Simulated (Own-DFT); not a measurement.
GaN (wurtzite, atoms displaced) (calculated)

A calculation, not a measurement: plane-wave PBE density functional theory by an unreviewed code, no spin, of a simulated periodic cell, stress positive in tension, free energy of the whole cell less one offset for each atom, forces on such cells passed a denser k mesh, this cell's mesh not checked; offsets are fitted by least squares, one for each functional and potential file, so energies compare only between cells with the same atoms and settings and are not formation energies; the far tail of each file's local potential was reset to the Coulomb form; each entry is a single point on an unrelaxed cell, so the pressure reflects the starting lattice, mostly measured values (interpolated for alloys), from which strain is counted, and rises with the displacements; printed positions are rounded, which can move forces by about a meV/angstrom; the program, named Own-DFT, is a retired in-house code; no spin-orbit coupling. Program: Own-DFT development build.

Common to all runs: functional PBE; potential files PseudoDojo norm-conserving, scalar-relativistic, standard set; wave cutoff 42 hartree; occupations Fermi-Dirac; smearing width 0.1 eV; hardware one NVIDIA H200; k mesh 3 x 4 x 3 centred on Gamma.

```json
{"entry": 1, "formula": "GaN", "kind": "wurtzite, atoms displaced", "structure": {"cell_angstrom": [[12.756, 0.0, 0.0], [-4.7835, 8.2853, 0.0], [0.0, 0.0, 10.37]], "atoms_fractional": [["Ga", 0.08068, 0.21949, 0.99508], ["Ga", 0.16846, 0.10966, 0.25598], ["N", 0.07838, 0.21958, 0.19096], ["N", 0.17628, 0.11582, 0.43929], ["Ga", 0.08551, 0.22323, 0.50404], ["Ga", 0.16787, 0.11491, 0.74448], ["N", 0.08354, 0.2234, 0.687], ["N", 0.1719, 0.10614, 0.94582], ["Ga", 0.08485, 0.55134, 0.0012], ["Ga", 0.16395, 0.44062, 0.25364], ["N", 0.07877, 0.53681, 0.19418], ["N", 0.16378, 0.43611, 0.43231], ["Ga", 0.07626, 0.54693, 0.50143], ["Ga", 0.16121, 0.44666, 0.73727], ["N", 0.08804, 0.56127, 0.67885], ["N", 0.16557, 0.4377, 0.94339], ["Ga", 0.08183, 0.88441, 0.99635], ["Ga", 0.16334, 0.77214, 0.25473], ["N", 0.09013, 0.88995, 0.18337], ["N", 0.17295, 0.79168, 0.4462], ["Ga", 0.0806, 0.88847, 0.49278], ["Ga", 0.1703, 0.78416, 0.75141], ["N", 0.08088, 0.89527, 0.68847], ["N", 0.15905, 0.76895, 0.93678], ["Ga", 0.32964, 0.22187, 0.99583], ["Ga", 0.41594, 0.11644, 0.25023], ["N", 0.32766, 0.22002, 0.18419], ["N", 0.42315, 0.11564, 0.43867], ["Ga", 0.33464, 0.22534, 0.50049], ["Ga", 0.42304, 0.11701, 0.7512], ["N", 0.33623, 0.22237, 0.68655], ["N", 0.42298, 0.11222, 0.93952], ["Ga", 0.32983, 0.55184, 0.99095], ["Ga", 0.42015, 0.44715, 0.2502], ["N", 0.33544, 0.56289, 0.1905], ["N", 0.41492, 0.44732, 0.43667], ["Ga", 0.33949, 0.55626, 0.4952], ["Ga", 0.41315, 0.43733, 0.75407], ["N", 0.33039, 0.55422, 0.68429], ["N", 0.41552, 0.43488, 0.93598], ["Ga", 0.33726, 0.89176, 0.99788], ["Ga", 0.42164, 0.77074, 0.25337], ["N", 0.33754, 0.88385, 0.18366], ["N", 0.41306, 0.78123, 0.44041], ["Ga", 0.32532, 0.87836, 0.49535], ["Ga", 0.42169, 0.77476, 0.74865], ["N", 0.32931, 0.89516, 0.68785], ["N", 0.42339, 0.77985, 0.94527], ["Ga", 0.58839, 0.2298, 0.00625], ["Ga", 0.66306, 0.10619, 0.25369], ["N", 0.58513, 0.23557, 0.18879], ["N", 0.6667, 0.10414, 0.42664], ["Ga", 0.58443, 0.2155, 0.50417], ["Ga", 0.67088, 0.11987, 0.75743], ["N", 0.59034, 0.22115, 0.6871], ["N", 0.66717, 0.11363, 0.93256], ["Ga", 0.59257, 0.55701, 0.00042], ["Ga", 0.6632, 0.441, 0.24407], ["N", 0.58175, 0.54764, 0.18588], ["N", 0.6743, 0.44429, 0.44208], ["Ga", 0.58594, 0.56082, 0.49209], ["Ga", 0.66935, 0.44402, 0.75448], ["N", 0.57959, 0.54866, 0.68689], ["N", 0.6676, 0.45236, 0.93929], ["Ga", 0.58051, 0.8766, 0.00354], ["Ga", 0.66809, 0.77378, 0.24841], ["N", 0.57711, 0.88505, 0.18797], ["N", 0.66814, 0.77208, 0.43732], ["Ga", 0.5831, 0.89066, 0.50595], ["Ga", 0.66683, 0.77841, 0.75556], ["N", 0.57959, 0.88272, 0.68944], ["N", 0.67129, 0.77838, 0.93317], ["Ga", 0.82588, 0.21952, 0.00189], ["Ga", 0.91798, 0.10447, 0.24603], ["N", 0.83046, 0.22017, 0.1896], ["N", 0.91828, 0.10828, 0.43704], ["Ga", 0.83017, 0.22494, 0.50502], ["Ga", 0.9212, 0.11811, 0.7517], ["N", 0.82662, 0.21898, 0.68978], ["N", 0.91769, 0.11391, 0.93962], ["Ga", 0.82911, 0.55974, 0.99348], ["Ga", 0.91756, 0.45607, 0.24777], ["N", 0.83574, 0.56458, 0.18879], ["N", 0.9185, 0.44328, 0.44431], ["Ga", 0.83819, 0.56295, 0.49722], ["Ga", 0.9178, 0.44503, 0.74591], ["N", 0.83705, 0.55996, 0.69301], ["N", 0.9112, 0.44298, 0.93881], ["Ga", 0.83368, 0.89235, 0.999], ["Ga", 0.91707, 0.78299, 0.25085], ["N", 0.83628, 0.89547, 0.18786], ["N", 0.91473, 0.76982, 0.43949], ["Ga", 0.83442, 0.88913, 0.50951], ["Ga", 0.91486, 0.78453, 0.74683], ["N", 0.83411, 0.8917, 0.67579], ["N", 0.91299, 0.77889, 0.94611]]}, "results": {"free_energy_of_cell_above_offsets [eV]": "24.550", "pressure [GPa]": 7.64, "stress_xx [GPa]": -7.32, "stress_yy [GPa]": -7.08, "stress_zz [GPa]": -8.54, "stress_yz [GPa]": 0.05, "stress_xz [GPa]": -0.31, "stress_xy [GPa]": -1.21, "force_element": ["Ga", "Ga", "N", "N", "Ga", "Ga", "N", "N", "Ga", "Ga", "N", "N", "Ga", "Ga", "N", "N", "Ga", "Ga", "N", "N", "Ga", "Ga", "N", "N", "Ga", "Ga", "N", "N", "Ga", "Ga", "N", "N", "Ga", "Ga", "N", "N", "Ga", "Ga", "N", "N", "Ga", "Ga", "N", "N", "Ga", "Ga", "N", "N", "Ga", "Ga", "N", "N", "Ga", "Ga", "N", "N", "Ga", "Ga", "N", "N", "Ga", "Ga", "N", "N", "Ga", "Ga", "N", "N", "Ga", "Ga", "N", "N", "Ga", "Ga", "N", "N", "Ga", "Ga", "N", "N", "Ga", "Ga", "N", "N", "Ga", "Ga", "N", "N", "Ga", "Ga", "N", "N", "Ga", "Ga", "N", "N"], "force_x [eV/angstrom]": [1.158, -0.735, 1.588, -1.725, -0.209, 0.708, -0.105, -2.37, -0.946, 1.384, -0.943, 0.169, 1.719, 1.492, -1.207, -0.603, -0.033, 1.185, -1.04, -2.252, 0.196, -0.943, 0.419, 1.25, 1.818, 0.151, 0.891, -0.831, 1.543, -0.096, -0.405, -0.557, 1.044, -1.388, 0.246, 1.602, -2.027, 0.127, 0.391, 0.035, -0.405, -2.088, -0.875, 1.592, 1.83, -2.106, 1.812, -1.311, -0.226, 0.167, 0.586, -0.134, 0.063, -0.438, -0.991, -0.464, -2.79, 1.484, -0.25, -1.228, 0.637, -0.506, 0.351, 0.957, 0.525, -0.353, 2.198, -0.616, 0.237, 0.129, 1.172, -0.495, 0.908, -1.388, -0.175, -0.346, 0.851, -0.845, 1.732, -0.626, 1.736, -0.001, -0.543, -1.234, -0.119, -0.036, -0.326, 0.727, 0.267, 0.683, -0.436, -0.202, -0.148, 0.687, -0.636, 0.308], "force_y [eV/angstrom]": [-0.429, 0.256, -0.087, -0.749, -0.654, -0.33, 0.207, -0.15, -0.356, -0.542, 2.483, 1.195, 1.212, 0.11, -0.041, 0.562, 0.093, 0.207, -0.456, -3.003, 0.717, -0.217, -0.558, 0.405, -0.335, -0.948, 0.828, -0.482, 0.049, -0.613, -0.132, 0.49, 0.288, -0.796, -2.133, -0.482, 0.341, 0.877, -0.254, 1.794, -0.474, 0.915, 0.459, -0.599, 2.746, 0.028, -0.262, -1.121, -0.822, 0.666, -2.818, 0.33, 0.9, -1.738, 0.449, -0.899, 0.192, 1.795, 1.468, -0.393, -1.891, 0.318, 0.716, -1.643, 1.629, 0.543, 0.456, 1.614, -0.523, -0.72, 1.399, -0.101, 0.657, 1.899, 0.222, 0.136, -1.049, -0.812, 0.62, -0.308, -0.109, -1.987, -0.463, -0.01, -1.985, 0.436, 0.032, 0.175, 0.317, 0.071, -1.884, 2.322, 0.192, -0.417, 0.315, 0.641], "force_z [eV/angstrom]": [1.541, -1.351, -0.869, 0.341, -1.617, 1.141, 0.537, -2.095, 0.36, -0.971, -0.96, 2.102, -1.503, 1.532, 1.792, -1.82, 0.483, -0.766, 1.192, -1.846, 1.328, -0.43, -0.342, 0.128, 1.082, -0.298, 0.576, -0.005, 0.0, -0.152, 0.259, -0.162, 1.501, -0.74, -0.852, -0.318, 0.482, -1.155, 0.485, 0.701, 0.308, 0.056, 1.163, -0.076, 1.573, 0.539, 0.058, -1.899, -0.867, -2.516, -0.214, 3.565, -1.138, -1.233, 0.576, 2.426, -0.089, 2.24, -0.06, -0.826, 1.466, -1.479, 0.212, -0.494, -0.203, 0.238, -0.023, -0.329, -1.092, -2.359, 0.187, 1.724, 0.426, 1.293, 0.033, 0.617, -1.419, -0.329, -0.166, -0.676, 1.149, 0.452, -0.573, -1.083, 1.217, 0.808, -0.527, -0.305, 0.422, -0.443, -0.535, -0.762, -4.914, 0.805, 5.409, -1.641], "wall_time [s]": 1162.0}}
{"entry": 2, "formula": "GaN", "kind": "wurtzite, atoms displaced", "structure": {"cell_angstrom": [[12.756, 0.0, 0.0], [-4.7835, 8.2853, 0.0], [0.0, 0.0, 10.37]], "atoms_fractional": [["Ga", 0.07725, 0.22329, 0.99565], ["Ga", 0.16848, 0.10779, 0.25005], ["N", 0.08204, 0.22095, 0.19336], ["N", 0.17448, 0.11011, 0.43639], ["Ga", 0.09068, 0.24105, 0.49385], ["Ga", 0.16585, 0.11494, 0.74893], ["N", 0.08978, 0.22274, 0.68813], ["N", 0.1659, 0.10458, 0.9442], ["Ga", 0.08823, 0.56489, 0.99559], ["Ga", 0.16459, 0.44445, 0.24519], ["N", 0.08408, 0.55524, 0.19005], ["N", 0.17129, 0.44289, 0.43638], ["Ga", 0.08474, 0.56049, 0.50344], ["Ga", 0.16109, 0.44152, 0.75304], ["N", 0.07931, 0.55288, 0.68618], ["N", 0.16978, 0.44855, 0.93926], ["Ga", 0.08682, 0.89556, 0.00839], ["Ga", 0.16679, 0.78124, 0.24267], ["N", 0.07916, 0.88617, 0.19407], ["N", 0.17067, 0.77886, 0.44637], ["Ga", 0.08011, 0.87532, 0.5006], ["Ga", 0.16524, 0.7763, 0.7447], ["N", 0.08735, 0.89326, 0.6854], ["N", 0.16965, 0.78556, 0.93792], ["Ga", 0.33932, 0.23489, 0.99925], ["Ga", 0.42103, 0.11283, 0.25363], ["N", 0.33497, 0.22802, 0.19311], ["N", 0.42054, 0.11478, 0.43574], ["Ga", 0.33037, 0.22257, 0.49969], ["Ga", 0.41504, 0.11672, 0.74193], ["N", 0.33372, 0.2241, 0.68951], ["N", 0.41559, 0.11051, 0.93584], ["Ga", 0.33064, 0.56198, 0.99748], ["Ga", 0.41797, 0.44835, 0.25031], ["N", 0.33183, 0.56157, 0.1854], ["N", 0.42024, 0.44359, 0.43899], ["Ga", 0.33548, 0.55561, 0.49955], ["Ga", 0.42309, 0.45098, 0.75556], ["N", 0.33206, 0.56385, 0.68338], ["N", 0.41558, 0.44158, 0.93546], ["Ga", 0.32551, 0.88363, 0.00713], ["Ga", 0.42113, 0.78091, 0.25556], ["N", 0.33116, 0.88216, 0.19507], ["N", 0.41267, 0.76404, 0.43608], ["Ga", 0.33101, 0.88691, 0.49862], ["Ga", 0.42193, 0.7865, 0.74829], ["N", 0.33315, 0.88826, 0.68619], ["N", 0.42244, 0.78002, 0.94213], ["Ga", 0.58099, 0.22145, 0.00609], ["Ga", 0.65339, 0.10831, 0.25257], ["N", 0.58017, 0.22851, 0.18492], ["N", 0.67003, 0.11252, 0.43865], ["Ga", 0.57915, 0.2142, 0.50211], ["Ga", 0.6648, 0.11648, 0.74671], ["N", 0.58545, 0.22226, 0.68909], ["N", 0.67006, 0.10408, 0.94127], ["Ga", 0.58402, 0.55578, 0.00203], ["Ga", 0.66886, 0.45256, 0.24973], ["N", 0.57295, 0.546, 0.19118], ["N", 0.67227, 0.45277, 0.43813], ["Ga", 0.57631, 0.54873, 0.49879], ["Ga", 0.66373, 0.44533, 0.75202], ["N", 0.57354, 0.54536, 0.68087], ["N", 0.66612, 0.44103, 0.93667], ["Ga", 0.58553, 0.89716, 0.00033], ["Ga", 0.67671, 0.78441, 0.24169], ["N", 0.58709, 0.88673, 0.19093], ["N", 0.66105, 0.77604, 0.43363], ["Ga", 0.58052, 0.8863, 0.49115], ["Ga", 0.67157, 0.7784, 0.75298], ["N", 0.57776, 0.87443, 0.68719], ["N", 0.67311, 0.78513, 0.93664], ["Ga", 0.8365, 0.23143, 0.00408], ["Ga", 0.9185, 0.11412, 0.24602], ["N", 0.83216, 0.23244, 0.18463], ["N", 0.9156, 0.11904, 0.43511], ["Ga", 0.83862, 0.22348, 0.50181], ["Ga", 0.92075, 0.11986, 0.74354], ["N", 0.83631, 0.21874, 0.68799], ["N", 0.91882, 0.10528, 0.94096], ["Ga", 0.8263, 0.55013, 0.00267], ["Ga", 0.9252, 0.4568, 0.25183], ["N", 0.8338, 0.55434, 0.20122], ["N", 0.90845, 0.43414, 0.43452], ["Ga", 0.82946, 0.54979, 0.49575], ["Ga", 0.91888, 0.45195, 0.75433], ["N", 0.83125, 0.55411, 0.68651], ["N", 0.90826, 0.43995, 0.93928], ["Ga", 0.82183, 0.89038, 0.00031], ["Ga", 0.91093, 0.77689, 0.24173], ["N", 0.8275, 0.88714, 0.19482], ["N", 0.90762, 0.7684, 0.4447], ["Ga", 0.83456, 0.89364, 0.49446], ["Ga", 0.9184, 0.78086, 0.74594], ["N", 0.83395, 0.88405, 0.6912], ["N", 0.91276, 0.77554, 0.93481]]}, "results": {}}
```

Q: Estimate the pressure of GaN (wurtzite, atoms displaced) (entry 2).
A: 7.56 GPa

Q: Give the missing stress xx for GaN (wurtzite, atoms displaced) (entry 2).
A: -8.54 GPa

Further results for GaN (wurtzite, atoms displaced) (entry 2):

* free energy of cell above offsets: 24.608 eV
* stress yy: -7.33 GPa
* stress zz: -6.82 GPa
* stress yz: 1.13 GPa
* stress xz: -0.36 GPa
* stress xy: -1.65 GPa
* wall time: 1134 s

Force:
| element | x (eV/Å) | y (eV/Å) | z (eV/Å) |
| --- | --- | --- | --- |
| Ga | 1.94 | -0.247 | 1.176 |
| Ga | -0.301 | 0.927 | 0.238 |
| N | 0.489 | -0.007 | -1.094 |
| N | -2.146 | -0.855 | 0.205 |
| Ga | 0.451 | -3.822 | 0.769 |
| Ga | 1.474 | -0.915 | 0.894 |
| N | -1.724 | 0.72 | -0.677 |
| N | -0.385 | 2.039 | -0.775 |
| Ga | -0.96 | -0.886 | 0.534 |
| Ga | 0.969 | 0.011 | 0.568 |
| N | 0.013 | 1.038 | -1.039 |
| N | -1.098 | 2.509 | -0.729 |
| Ga | -0.036 | -1.328 | -1.211 |
| Ga | 1.352 | 0.851 | -0.9 |
| N | 0.348 | 0.16 | 0.886 |
| N | -1.205 | -0.526 | -0.252 |
| Ga | -1.208 | -1.263 | -1.255 |
| Ga | 0.11 | -0.767 | 1.776 |
| N | 0.152 | 0.033 | -0.308 |
| N | -0.81 | -0.81 | -1.862 |
| Ga | -1.227 | 1.556 | -0.43 |
| Ga | 0.292 | 0.75 | 0.503 |
| N | -0.326 | -0.427 | 0.508 |
| N | -0.712 | -0.984 | -0.296 |
| Ga | -0.155 | -2.384 | 0.733 |
| Ga | -1.521 | 0.008 | -0.82 |
| N | 0.375 | -0.813 | -0.824 |
| N | -0.502 | -0.879 | 0.858 |
| Ga | 1.072 | 0.393 | 0.338 |
| Ga | 0.672 | -1 | 1.302 |
| N | -0.621 | 0.57 | -0.349 |
| N | 0.064 | -0.105 | 0.375 |
| Ga | 1.616 | -0.084 | 0.516 |
| Ga | -1.862 | -0.548 | 0.593 |
| N | 0.457 | -0.531 | 0.245 |
| N | -1.616 | -0.595 | -0.592 |
| Ga | 0.299 | -0.958 | 0.426 |
| Ga | -2.206 | -0.632 | -1.34 |
| N | 0.17 | -1.01 | 1.44 |
| N | -0.173 | 1.991 | 0.781 |
| Ga | 2.003 | 1.407 | -0.829 |
| Ga | 0.004 | -0.938 | -1.151 |
| N | 0.169 | 1.298 | -0.427 |
| N | -0.638 | 2.235 | 0.312 |
| Ga | 1.405 | 0.478 | 0.198 |
| Ga | -0.925 | -1.103 | 0.656 |
| N | -0.145 | 0.479 | 0.076 |
| N | -1.337 | 0.292 | -0.592 |
| Ga | 0.249 | -0.752 | -2.022 |
| Ga | 2.196 | 0.837 | -0.419 |
| N | 0.648 | -0.142 | 1.193 |
| N | -0.812 | -0.249 | 0.166 |
| Ga | 0.955 | 1.586 | -0.352 |
| Ga | 1.668 | -1.649 | 0.796 |
| N | -1.028 | 0.353 | -0.304 |
| N | -0.983 | 2.264 | -0.946 |
| Ga | -0.368 | 0.079 | -0.181 |
| Ga | -0.438 | -0.819 | 0.93 |
| N | 2.248 | 2.102 | -1.276 |
| N | -1.701 | -1.935 | -0.266 |
| Ga | 1.648 | 1.396 | -0.444 |
| Ga | 0.418 | 0.206 | -0.976 |
| N | 1.902 | 1.429 | 1.386 |
| N | -0.851 | -0.012 | 0.659 |
| Ga | 0.225 | -1.527 | 0.536 |
| Ga | -3.796 | -2.627 | 2.438 |
| N | -0.965 | 0.592 | -0.462 |
| N | 1.18 | -0.085 | -0.003 |
| Ga | 0.37 | -0.068 | 1.182 |
| Ga | -0.801 | -0.422 | -1.296 |
| N | 1.153 | 2.127 | -0.604 |
| N | -2.592 | -2.238 | 0.207 |
| Ga | 0.248 | -1.75 | -0.497 |
| Ga | -1.415 | 0.536 | 0.342 |
| N | 0.276 | -0.763 | 1.351 |
| N | 1.909 | -0.809 | 0.01 |
| Ga | -1.386 | -0.118 | -0.077 |
| Ga | 0.806 | -1.836 | 1.089 |
| N | -1.366 | 1.126 | 0.153 |
| N | -1.602 | 0.985 | -0.899 |
| Ga | 0.718 | 1.316 | 0.103 |
| Ga | -0.682 | -1.912 | -0.001 |
| N | -0.468 | 0.467 | -2.201 |
| N | 1.317 | 1.781 | 0.807 |
| Ga | 0.603 | 0.1 | 1.025 |
| Ga | -1.01 | -0.981 | -0.668 |
| N | 0.094 | -0.057 | 0.239 |
| N | 1.389 | 1.651 | -0.125 |
| Ga | 3.778 | 0.664 | 0.412 |
| Ga | 0.548 | 0.032 | 1.801 |
| N | 2.931 | 1.883 | -2.071 |
| N | 1.151 | 1.466 | -1.443 |
| Ga | -0.649 | -0.563 | 0.742 |
| Ga | 0.494 | -0.571 | 0.496 |
| N | -0.569 | 1.433 | -1.083 |
| N | 0.297 | 0.145 | 1.398 |
